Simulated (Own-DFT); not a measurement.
## Calculated data, HfTi23O48 (rutile with substituted atoms, atoms displaced)

A calculation, not a measurement: plane-wave PBE density functional theory by an unreviewed code, no spin, of a simulated periodic cell, stress positive in tension, free energy of the whole cell less one offset for each atom, defect cell not probed for a lower state with spin; hafnium file: forces about 75 meV/angstrom off all-electron values; oxygen file: force components 24 meV/angstrom off all-electron in one glass; forces on such cells passed a denser k mesh, this cell's mesh not checked; offsets are fitted by least squares, one for each functional and potential file, so energies compare only between cells with the same atoms and settings and are not formation energies; the far tail of each file's local potential was reset to the Coulomb form; each entry is a single point on an unrelaxed cell, so the pressure reflects the starting lattice, mostly measured values (interpolated for alloys), from which strain is counted, and rises with the displacements; printed positions are rounded, which can move forces by about a meV/angstrom; the program, named Own-DFT, is a retired in-house code; no spin-orbit coupling; before rounding, a Quantum ESPRESSO 7.3.1 run of the same cell and cutoff gave forces within 1 meV/angstrom rms on each cell, which checks the program and not the settings. Program: Own-DFT development build.

Settings shared by all entries: functional PBE; potential files PseudoDojo norm-conserving, scalar-relativistic, standard set; wave cutoff 72 hartree; occupations Fermi-Dirac; smearing width 0.1 eV; k mesh 3 x 3 x 3 centred on Gamma.

(1) 
```cif
# cell vector a (Å): 9.1874 0.0000 0.0000
# cell vector b (Å): 0.0000 9.1874 0.0000
# cell vector c (Å): 0.0000 0.0000 8.8761
data_HfTi23O48
_symmetry_space_group_name_H-M 'P 1'
_symmetry_Int_Tables_number 1
_cell_length_a 9.1874
_cell_length_b 9.1874
_cell_length_c 8.8761
_cell_angle_alpha 90.000
_cell_angle_beta 90.000
_cell_angle_gamma 90.000
_cell_volume 749.22
loop_
_atom_site_label
_atom_site_type_symbol
_atom_site_fract_x
_atom_site_fract_y
_atom_site_fract_z
_atom_site_occupancy
Ti1 Ti 0.99702 0.99642 0.01307 1
Ti2 Ti 0.24509 0.24488 0.16983 1
O1 O 0.15014 0.15991 0.98881 1
O2 O 0.35601 0.35569 0.99961 1
O3 O 0.39448 0.09835 0.16784 1
O4 O 0.10585 0.39929 0.17529 1
Ti3 Ti 0.99136 0.00547 0.33363 1
Ti4 Ti 0.24895 0.24793 0.49994 1
O5 O 0.15080 0.15218 0.33510 1
O6 O 0.35158 0.35191 0.32922 1
O7 O 0.40723 0.09926 0.50301 1
O8 O 0.09862 0.41140 0.51035 1
Ti5 Ti 0.00656 0.99030 0.67335 1
Ti6 Ti 0.25803 0.24454 0.83185 1
O9 O 0.14566 0.15033 0.66302 1
O10 O 0.34681 0.36123 0.66547 1
O11 O 0.40292 0.08939 0.83552 1
O12 O 0.09579 0.39285 0.83950 1
Ti7 Ti 0.99986 0.49968 0.98676 1
Ti8 Ti 0.24920 0.75442 0.17028 1
O13 O 0.15161 0.65506 0.99715 1
O14 O 0.35150 0.85152 0.00390 1
O15 O 0.40876 0.59947 0.16024 1
O16 O 0.10481 0.89476 0.17256 1
Ti9 Ti 0.99421 0.49988 0.33612 1
Ti10 Ti 0.24950 0.75934 0.50456 1
O17 O 0.15376 0.65603 0.33113 1
O18 O 0.34284 0.84435 0.33276 1
O19 O 0.40318 0.59485 0.50237 1
O20 O 0.09481 0.90388 0.48937 1
Ti11 Ti 0.00107 0.50440 0.66215 1
Ti12 Ti 0.25527 0.75471 0.83764 1
O21 O 0.15681 0.65321 0.66936 1
O22 O 0.34605 0.84739 0.66450 1
O23 O 0.38491 0.60997 0.82989 1
O24 O 0.09074 0.89901 0.82518 1
Ti13 Ti 0.50217 0.99525 0.00087 1
Ti14 Ti 0.75598 0.24826 0.16063 1
O25 O 0.64984 0.14625 0.00424 1
O26 O 0.84363 0.34029 0.99701 1
O27 O 0.89986 0.10366 0.16942 1
O28 O 0.59583 0.40091 0.16257 1
Ti15 Ti 0.49564 0.00161 0.33648 1
Ti16 Ti 0.74907 0.24503 0.50700 1
O29 O 0.64575 0.15311 0.33138 1
O30 O 0.85560 0.35012 0.33143 1
O31 O 0.90170 0.08704 0.51125 1
O32 O 0.58484 0.40475 0.49536 1
Ti17 Ti 0.50073 0.99981 0.66602 1
Hf1 Hf 0.75495 0.23816 0.82606 1
O33 O 0.65038 0.15483 0.66957 1
O34 O 0.84693 0.34472 0.66599 1
O35 O 0.89825 0.09553 0.83945 1
O36 O 0.60080 0.38804 0.84252 1
Ti18 Ti 0.49513 0.49741 0.00176 1
Ti19 Ti 0.73705 0.74942 0.15309 1
O37 O 0.64893 0.64975 0.99494 1
O38 O 0.85148 0.84739 0.00293 1
O39 O 0.89803 0.58886 0.15786 1
O40 O 0.59708 0.90590 0.16958 1
Ti20 Ti 0.49527 0.49726 0.33589 1
Ti21 Ti 0.75391 0.74507 0.50235 1
O41 O 0.65609 0.65608 0.33358 1
O42 O 0.85206 0.84768 0.32878 1
O43 O 0.89573 0.60313 0.49266 1
O44 O 0.59582 0.90244 0.50163 1
Ti22 Ti 0.48893 0.50656 0.66811 1
Ti23 Ti 0.75165 0.74623 0.82886 1
O45 O 0.65395 0.65301 0.66575 1
O46 O 0.85507 0.83306 0.65938 1
O47 O 0.89976 0.59621 0.82452 1
O48 O 0.59289 0.90096 0.83315 1
_calc_free_energy_of_cell_above_offsets '-16.902'  # eV
_calc_pressure 9.27  # GPa
_calc_stress_xx -8.97  # GPa
_calc_stress_yy -8.96  # GPa
_calc_stress_zz -9.87  # GPa
_calc_stress_yz -0.3  # GPa
_calc_stress_xz -0.63  # GPa
_calc_stress_xy 1.25  # GPa
```

Force:
```tsv
element	x (eV/Å)	y (eV/Å)	z (eV/Å)
Ti	0.338	-0.062	-1.498
Ti	0.162	1.262	-0.758
O	-0.072	-0.946	0.745
O	-1.919	-1.869	-0.563
O	0.379	-0.501	0.094
O	-0.56	0.277	-0.594
Ti	-0.761	-1.691	1.93
Ti	0.052	0.527	-0.059
O	0.268	0.393	0.538
O	-1.309	-1.243	0.562
O	-1.155	0.753	0.082
O	0.472	-0.915	-0.844
Ti	-0.651	0.504	-1.12
Ti	-0.095	0.633	0.781
O	1.338	0.736	-0.052
O	-1.019	-1.781	0.062
O	-0.809	1.161	-0.504
O	-0.148	0.672	-1.064
Ti	0.217	0.203	2.3
Ti	0.225	-2.003	0.075
O	-0.471	-0.237	-0.037
O	-0.457	-0.166	-0.315
O	-0.67	0.689	0.586
O	-1.817	2.347	-0.884
Ti	0.524	0.427	-2.469
Ti	-0.835	-1.033	-0.917
O	-0.27	-0.579	0.378
O	1.274	1.029	0.546
O	-0.669	1.187	-0.009
O	0.658	-0.281	0.931
Ti	0.744	0.051	0.064
Ti	-0.855	-0.109	0.587
O	-1.112	-0.263	-0.467
O	0.523	1.022	-0.014
O	2.515	-1.871	-0.079
O	0.751	-0.234	1.991
Ti	0.165	0.727	0.553
Ti	-2.065	1.605	0.414
O	-0.601	-0.868	1.525
O	1.974	1.925	2.395
O	1.327	-1.274	-0.692
O	0.416	0.053	0.381
Ti	0.763	0.251	-0.544
Ti	-0.158	0.395	-2.355
O	0.591	0.115	0.604
O	-0.897	-1.021	0.793
O	-1.181	1.315	-1.055
O	1.71	-1.038	1.073
Ti	0.233	-0.837	-0.163
Hf	-1.299	2.344	3.48
O	-2.556	-2.358	-4.242
O	1.394	1.704	-2.91
O	3.867	-4.119	0.193
O	-2.826	3.459	-0.789
Ti	0.898	-0.894	0.359
Ti	0.647	-0.958	2.743
O	0.748	0.944	-0.678
O	-0.037	0.177	-0.512
O	0.158	0.285	0.358
O	0.077	-0.469	0.011
Ti	0.855	0.519	-1.151
Ti	-1.069	0.79	-2.248
O	-0.42	-0.166	-0.532
O	-0.027	0.534	-0.149
O	1.325	-1.402	0.91
O	-0.124	0.185	0.098
Ti	1.026	-0.484	-0.011
Ti	-0.471	0.102	-0.483
O	-0.445	-0.247	0.692
O	0.163	1.154	1.367
O	-0.003	-0.017	0.85
O	1.054	-0.519	-0.29
```

(2) 
```cif
# cell vector a (Å): 9.1874 0.0000 0.0000
# cell vector b (Å): 0.0000 9.1874 0.0000
# cell vector c (Å): 0.0000 0.0000 8.8761
data_HfTi23O48
_symmetry_space_group_name_H-M 'P 1'
_symmetry_Int_Tables_number 1
_cell_length_a 9.1874
_cell_length_b 9.1874
_cell_length_c 8.8761
_cell_angle_alpha 90.000
_cell_angle_beta 90.000
_cell_angle_gamma 90.000
_cell_volume 749.22
loop_
_atom_site_label
_atom_site_type_symbol
_atom_site_fract_x
_atom_site_fract_y
_atom_site_fract_z
_atom_site_occupancy
Ti1 Ti 0.00180 0.99445 0.99032 1
Ti2 Ti 0.25326 0.24688 0.16343 1
O1 O 0.15077 0.15962 0.00750 1
O2 O 0.35758 0.35470 0.00662 1
O3 O 0.40295 0.09761 0.15865 1
O4 O 0.09550 0.40894 0.17127 1
Ti3 Ti 0.98587 0.00321 0.33890 1
Ti4 Ti 0.24477 0.23975 0.49551 1
O5 O 0.16563 0.15300 0.33714 1
O6 O 0.35009 0.34908 0.32686 1
O7 O 0.40868 0.09316 0.49421 1
O8 O 0.10141 0.40452 0.50371 1
Ti5 Ti 0.00354 0.00212 0.66972 1
Ti6 Ti 0.24193 0.25497 0.83590 1
O9 O 0.15755 0.14248 0.67078 1
O10 O 0.34540 0.34126 0.66355 1
O11 O 0.40019 0.10040 0.83409 1
O12 O 0.10302 0.40578 0.83088 1
Ti7 Ti 0.00066 0.50744 0.99667 1
Ti8 Ti 0.24469 0.75594 0.16947 1
O13 O 0.14964 0.64827 0.99597 1
O14 O 0.34729 0.83982 0.99832 1
O15 O 0.39733 0.59881 0.16256 1
O16 O 0.08989 0.89941 0.16997 1
Ti9 Ti 0.99740 0.48850 0.33446 1
Ti10 Ti 0.24880 0.75500 0.49274 1
O17 O 0.15773 0.64834 0.34141 1
O18 O 0.33527 0.84947 0.34236 1
O19 O 0.40135 0.59773 0.48853 1
O20 O 0.10470 0.90204 0.50745 1
Ti11 Ti 0.00448 0.50824 0.66789 1
Ti12 Ti 0.25441 0.74853 0.82972 1
O21 O 0.14570 0.65336 0.65881 1
O22 O 0.35686 0.85206 0.66624 1
O23 O 0.40452 0.59307 0.83514 1
O24 O 0.09345 0.89825 0.82976 1
Hf1 Hf 0.49438 0.00334 0.00809 1
Ti13 Ti 0.74795 0.25036 0.16852 1
O25 O 0.66249 0.15150 0.01009 1
O26 O 0.84592 0.33807 0.99661 1
O27 O 0.90204 0.10507 0.16449 1
O28 O 0.59842 0.39660 0.16646 1
Ti14 Ti 0.50435 0.99869 0.33663 1
Ti15 Ti 0.75405 0.24789 0.49812 1
O29 O 0.65488 0.14364 0.33380 1
O30 O 0.84791 0.35167 0.33285 1
O31 O 0.90638 0.09884 0.50012 1
O32 O 0.60418 0.40919 0.50453 1
Ti16 Ti 0.49979 0.99586 0.66085 1
Ti17 Ti 0.75104 0.25182 0.83237 1
O33 O 0.64944 0.15117 0.66147 1
O34 O 0.85035 0.34487 0.66980 1
O35 O 0.90169 0.09528 0.82558 1
O36 O 0.59857 0.39979 0.82434 1
Ti18 Ti 0.49253 0.49922 0.99122 1
Ti19 Ti 0.74782 0.74781 0.15186 1
O37 O 0.65716 0.66490 0.99449 1
O38 O 0.83634 0.84630 0.99013 1
O39 O 0.90587 0.59648 0.17539 1
O40 O 0.60224 0.90969 0.16524 1
Ti20 Ti 0.50013 0.49126 0.33275 1
Ti21 Ti 0.73855 0.74751 0.49655 1
O41 O 0.65808 0.65245 0.33712 1
O42 O 0.84713 0.84460 0.32874 1
O43 O 0.90020 0.59393 0.49601 1
O44 O 0.60414 0.90377 0.50510 1
Ti22 Ti 0.49790 0.50074 0.68254 1
Ti23 Ti 0.74878 0.73578 0.82493 1
O45 O 0.64599 0.65050 0.67670 1
O46 O 0.84687 0.85061 0.66800 1
O47 O 0.89500 0.59588 0.83619 1
O48 O 0.59980 0.90940 0.83856 1
_calc_free_energy_of_cell_above_offsets '-16.630'  # eV
_calc_pressure 10.05  # GPa
_calc_stress_xx -9.45  # GPa
_calc_stress_yy -9.33  # GPa
_calc_stress_zz -11.35  # GPa
_calc_stress_yz -1.39  # GPa
_calc_stress_xz 0.12  # GPa
_calc_stress_xy -0.1  # GPa
```

Force:
```tsv
element	x (eV/Å)	y (eV/Å)	z (eV/Å)
Ti	-1.386	0.072	1.633
Ti	-0.071	1.058	1.308
O	-0.42	-0.692	-0.834
O	-1.172	-1.029	-0.666
O	-3.216	3.001	5.758
O	0.894	-1.161	-1.188
Ti	-0.168	-1.421	-1.581
Ti	1.009	1.642	1.532
O	-1.598	-1.188	-1.388
O	-0.225	-0.559	0.445
O	-0.755	0.645	-0.169
O	0.052	-0.811	0.298
Ti	-0.836	-1.256	-1.001
Ti	1.71	-0.92	-1.682
O	0.076	0.842	-0.049
O	0.379	0.718	0.703
O	-1.321	1.397	-1.639
O	-0.4	0.161	0.455
Ti	-0.307	-0.667	2.033
Ti	-0.274	-1.243	0.673
O	0.295	0.584	-0.308
O	-1.502	-1.083	-0.272
O	0.759	0.044	-0.422
O	0.419	0.126	-0.801
Ti	0.415	1.179	0.422
Ti	-0.257	-1.748	0.748
O	-0.348	0.38	-1.098
O	1.889	1.492	-2.35
O	0.383	-0.063	1.02
O	-1.144	0.912	-0.622
Ti	-0.651	-0.308	-2.114
Ti	-0.508	0.703	-0.218
O	0.825	0.402	1.636
O	-1.422	-1.624	0.845
O	-1.528	1.45	0.071
O	0.936	-0.418	0.822
Hf	2.32	-1.251	-5.824
Ti	0.073	0.049	-1.142
O	-0.142	0.498	-1.002
O	0.996	1.511	-0.113
O	1.147	-1.147	0.582
O	-0.101	0.867	-0.531
Ti	0.535	0.005	0.039
Ti	-1.298	1.021	1.436
O	-0.007	0.387	0.406
O	-0.479	-0.978	0.483
O	-0.146	0.401	0.116
O	-0.002	-0.633	-0.305
Ti	0.886	0.901	3.163
Ti	0.224	-0.811	-0.003
O	0.682	0.575	-0.171
O	0.029	-0.074	-0.192
O	0.333	0.056	1.078
O	-0.117	0.184	1.17
Ti	1.003	-0.218	4.114
Ti	0.911	0.581	1.895
O	-2.367	-2.65	0.47
O	2.222	1.383	0.951
O	-0.624	0.534	-1.54
O	1.142	-2.19	3.006
Ti	-0.183	0.694	1.17
Ti	1.846	-0.433	-0.485
O	-0.767	-0.161	-0.827
O	0.531	1.074	0.743
O	-0.118	0.244	1.107
O	-0.46	-0.169	-1.152
Ti	-0.234	-1.458	-5.39
Ti	0.247	3.554	-0.377
O	-0.508	-0.191	-1.64
O	0.023	-0.517	-0.32
O	1.047	-0.904	-0.101
O	0.822	-1.348	-2.813
```

(3) 
```cif
# cell vector a (Å): 9.1874 0.0000 0.0000
# cell vector b (Å): 0.0000 9.1874 0.0000
# cell vector c (Å): 0.0000 0.0000 8.8761
data_HfTi23O48
_symmetry_space_group_name_H-M 'P 1'
_symmetry_Int_Tables_number 1
_cell_length_a 9.1874
_cell_length_b 9.1874
_cell_length_c 8.8761
_cell_angle_alpha 90.000
_cell_angle_beta 90.000
_cell_angle_gamma 90.000
_cell_volume 749.22
loop_
_atom_site_label
_atom_site_type_symbol
_atom_site_fract_x
_atom_site_fract_y
_atom_site_fract_z
_atom_site_occupancy
Ti1 Ti 0.00448 0.99682 0.01285 1
Ti2 Ti 0.24672 0.24732 0.16477 1
O1 O 0.15761 0.15095 0.01085 1
O2 O 0.34539 0.35117 0.99536 1
O3 O 0.40873 0.09489 0.16069 1
O4 O 0.09837 0.40083 0.16415 1
Ti3 Ti 0.01194 0.99303 0.33540 1
Ti4 Ti 0.25188 0.24215 0.50931 1
O5 O 0.14678 0.16112 0.32958 1
O6 O 0.34429 0.35282 0.33862 1
O7 O 0.40933 0.09799 0.49980 1
O8 O 0.09263 0.39364 0.50119 1
Hf1 Hf 0.01000 0.99914 0.66744 1
Ti5 Ti 0.24232 0.25317 0.84966 1
O9 O 0.14738 0.15508 0.66699 1
O10 O 0.34784 0.35171 0.66177 1
O11 O 0.40638 0.09603 0.83583 1
O12 O 0.11221 0.39539 0.84302 1
Ti6 Ti 0.00697 0.49643 0.99418 1
Ti7 Ti 0.25201 0.74610 0.16248 1
O13 O 0.15532 0.66032 0.00835 1
O14 O 0.35421 0.84549 0.99281 1
O15 O 0.40263 0.60587 0.16328 1
O16 O 0.10024 0.90084 0.17031 1
Ti8 Ti 0.00613 0.50024 0.32960 1
Ti9 Ti 0.25728 0.76017 0.49316 1
O17 O 0.14595 0.66037 0.32341 1
O18 O 0.34324 0.86012 0.31897 1
O19 O 0.40220 0.60276 0.50377 1
O20 O 0.09952 0.91571 0.50308 1
Ti10 Ti 0.99149 0.49467 0.67275 1
Ti11 Ti 0.25523 0.75565 0.82719 1
O21 O 0.15960 0.65163 0.65445 1
O22 O 0.35129 0.84145 0.66716 1
O23 O 0.39187 0.60222 0.83985 1
O24 O 0.10629 0.90086 0.84106 1
Ti12 Ti 0.51002 0.99560 0.99954 1
Ti13 Ti 0.74671 0.26583 0.17537 1
O25 O 0.65151 0.15848 0.99949 1
O26 O 0.85536 0.33697 0.01226 1
O27 O 0.90437 0.09760 0.16715 1
O28 O 0.60526 0.40410 0.16333 1
Ti14 Ti 0.49204 0.99484 0.34680 1
Ti15 Ti 0.74572 0.25410 0.50998 1
O29 O 0.65740 0.15618 0.33804 1
O30 O 0.85314 0.34901 0.33523 1
O31 O 0.90364 0.09526 0.49955 1
O32 O 0.59696 0.40249 0.49660 1
Ti16 Ti 0.50251 0.00497 0.66027 1
Ti17 Ti 0.75403 0.25746 0.84906 1
O33 O 0.65654 0.16181 0.67567 1
O34 O 0.85095 0.33968 0.66940 1
O35 O 0.89968 0.09336 0.83885 1
O36 O 0.59882 0.40910 0.83708 1
Ti18 Ti 0.49532 0.49681 0.99829 1
Ti19 Ti 0.74361 0.75486 0.17283 1
O37 O 0.65442 0.64566 0.99838 1
O38 O 0.83929 0.85021 0.00553 1
O39 O 0.90106 0.59707 0.17157 1
O40 O 0.60586 0.90502 0.16244 1
Ti20 Ti 0.49622 0.50291 0.33812 1
Ti21 Ti 0.75871 0.74210 0.49587 1
O41 O 0.65119 0.64706 0.34028 1
O42 O 0.85185 0.85205 0.33879 1
O43 O 0.90057 0.59904 0.50292 1
O44 O 0.60179 0.90117 0.50647 1
Ti22 Ti 0.50693 0.49873 0.67076 1
Ti23 Ti 0.74856 0.74479 0.82754 1
O45 O 0.65335 0.65383 0.67156 1
O46 O 0.84589 0.84667 0.67124 1
O47 O 0.89728 0.59702 0.83392 1
O48 O 0.59424 0.91019 0.83577 1
_calc_free_energy_of_cell_above_offsets '-16.835'  # eV
_calc_pressure 9.31  # GPa
_calc_stress_xx -8.86  # GPa
_calc_stress_yy -8.85  # GPa
_calc_stress_zz -10.21  # GPa
_calc_stress_yz -0.7  # GPa
_calc_stress_xz 0  # GPa
_calc_stress_xy 0.5  # GPa
```

Force:
```tsv
element	x (eV/Å)	y (eV/Å)	z (eV/Å)
Ti	-2.595	0.061	-0.691
Ti	1.569	-0.273	2.748
O	-0.468	-0.311	-1.032
O	0.294	-0.132	0.708
O	-0.799	0.881	1.288
O	0.074	0.448	-0.338
Ti	-2.275	2.174	-0.722
Ti	-0.807	2.231	-0.592
O	0.744	-0.558	0.187
O	0.509	0.029	-0.355
O	-1.08	0.548	0.107
O	-0.108	0.819	0.571
Hf	-4.011	0.437	3.285
Ti	2.756	-2.529	-2.151
O	2.769	2.384	0.521
O	0.22	-0.272	0.351
O	-0.909	0.714	-0.919
O	-2.752	2.438	-0.828
Ti	-0.605	1.387	2.736
Ti	0.261	0.21	-1.301
O	-1.599	-1.69	-1.252
O	-0.166	0.144	0.537
O	0.79	-1.076	0.644
O	0.206	0.04	-0.202
Ti	-0.394	-0.407	0.049
Ti	-0.718	-1.815	1.204
O	0.589	-0.105	1.374
O	0.343	-0.246	1.603
O	0.36	0.142	-0.655
O	3.9	-3.657	-3.531
Ti	1.12	0.212	-2.693
Ti	-0.586	-0.083	0.894
O	-0.94	0.008	0.04
O	0.553	1.369	-1.225
O	1.59	-1.617	-0.51
O	0.401	-0.573	1.244
Ti	-0.899	0.793	0.034
Ti	0.376	-2.324	1.34
O	0.202	0.3	-0.066
O	1.245	1.814	-1.191
O	0.583	-0.509	-0.02
O	-1.622	1.087	0.358
Ti	2.086	0.812	-3.445
Ti	0.76	-2.075	-1.675
O	-0.643	-0.325	0.131
O	-0.102	0.432	0.277
O	-1.11	1.139	-1.386
O	-0.242	0.609	0.692
Ti	1.099	0.098	3.809
Ti	0.148	-2.547	-0.007
O	-1.041	-0.799	-0.492
O	1.192	1.775	0.605
O	-0.511	1.349	1.635
O	0.081	-0.109	-0.461
Ti	0.537	1.62	0.504
Ti	0.702	-0.109	-2.032
O	-0.281	0.276	0.313
O	0.757	-0.352	-0.068
O	0.44	-0.451	-0.576
O	-0.253	-0.43	1.471
Ti	-0.922	-0.44	-0.33
Ti	0.086	1.17	0.599
O	0.215	0.617	-0.138
O	-0.681	-1.09	0.031
O	0.713	-0.846	0.623
O	-0.632	0.183	-0.644
Ti	-1.298	-0.004	-0.279
Ti	-0.291	1.856	1.842
O	-0.828	-0.822	-0.781
O	-0.837	-1.321	-0.352
O	1.456	-1.318	0.129
O	1.279	-1.391	-1.542
```
